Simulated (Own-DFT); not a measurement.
# One host, several defects: zincblende GaAs

No measurement is shown. These are fixed-geometry runs of a retired plane-wave code named Own-DFT, which no person has reviewed; spin and spin-orbit coupling are neglected.

Method: PBE; PseudoDojo norm-conserving scalar-relativistic files; cutoff 42 hartree; 3 x 3 x 3 k mesh centred on Gamma; Fermi-Dirac smearing of 0.1 eV.

Limits (not all hold for every row): not probed for a lower state with spin; forces not confirmed at this smearing and k mesh; stress not checked against mesh or cutoff.

All runs share one cell, with vectors in Å (11.737, 0.000, 0.000); (0.000, 11.737, 0.000); (0.000, 0.000, 10.919) and a volume of 1504.3 Å³, strained against the parent crystal. u is the rms random offset of the atoms per axis. The defect's site can differ from row to row.

| cell | formula | u (Å) | P (GPa) |
|---|---|---|---|
| no defect | As32Ga32 | 0.0312 | 0.78 |
| no defect | As32Ga32 | 0.0483 | 1.03 |
| no defect | As32Ga32 | 0.0485 | 0.96 |
| one P on an As site | As31Ga32P | 0.0293 | 0.53 |
| one P on an As site | As31Ga32P | 0.0310 | 0.51 |
| one P on an As site | As31Ga32P | 0.0512 | 0.76 |
| one Al on a Ga site | AlAs32Ga31 | 0.0290 | 0.72 |
| one Al on a Ga site | AlAs32Ga31 | 0.0497 | 1.10 |
| one Al on a Ga site | AlAs32Ga31 | 0.0498 | 1.08 |
| one As vacancy and one Ga vacancy | As31Ga31 | 0.0288 | 0.45 |
| one As vacancy and one Ga vacancy | As31Ga31 | 0.0311 | 0.40 |
| one As vacancy and one Ga vacancy | As31Ga31 | 0.0489 | 0.68 |
| one In on a Ga site | As32Ga31In | 0.0300 | 1.34 |
| one In on a Ga site | As32Ga31In | 0.0308 | ? |
| one In on a Ga site | As32Ga31In | 0.0509 | 1.66 |
| one In on a Ga site | As32Ga31In | 0.0532 | 1.68 |

## What the rows give

P = P0 + c u² + a shift for each defect gives P0 = 0.59 GPa, c = 177 ± 14 GPa/Å² and a scatter of 0.04 GPa. The shifts, and each times the cell's volume:

- one In on a Ga site: 0.60 ± 0.03 GPa, 5.6 eV
- one Al on a Ga site: 0.04 ± 0.03 GPa, 0.3 eV (not resolved)
- one P on an As site: -0.25 ± 0.03 GPa, -2.4 eV
- one As vacancy and one Ga vacancy: -0.33 ± 0.03 GPa, -3.1 eV

Against the defect-free cell, a freed cell would be larger where the shift is positive and smaller where it is negative (160.2 GPa Å³ is 1 eV). The atoms around the defects weren't relaxed, which would change these numbers.

## Test on the hidden row

The question: what pressure belongs in the blank (one In on a Ga site, u = 0.0308 Å)?

The fit gives 1.35 ± 0.05 GPa. The calculation gave 1.40 GPa.
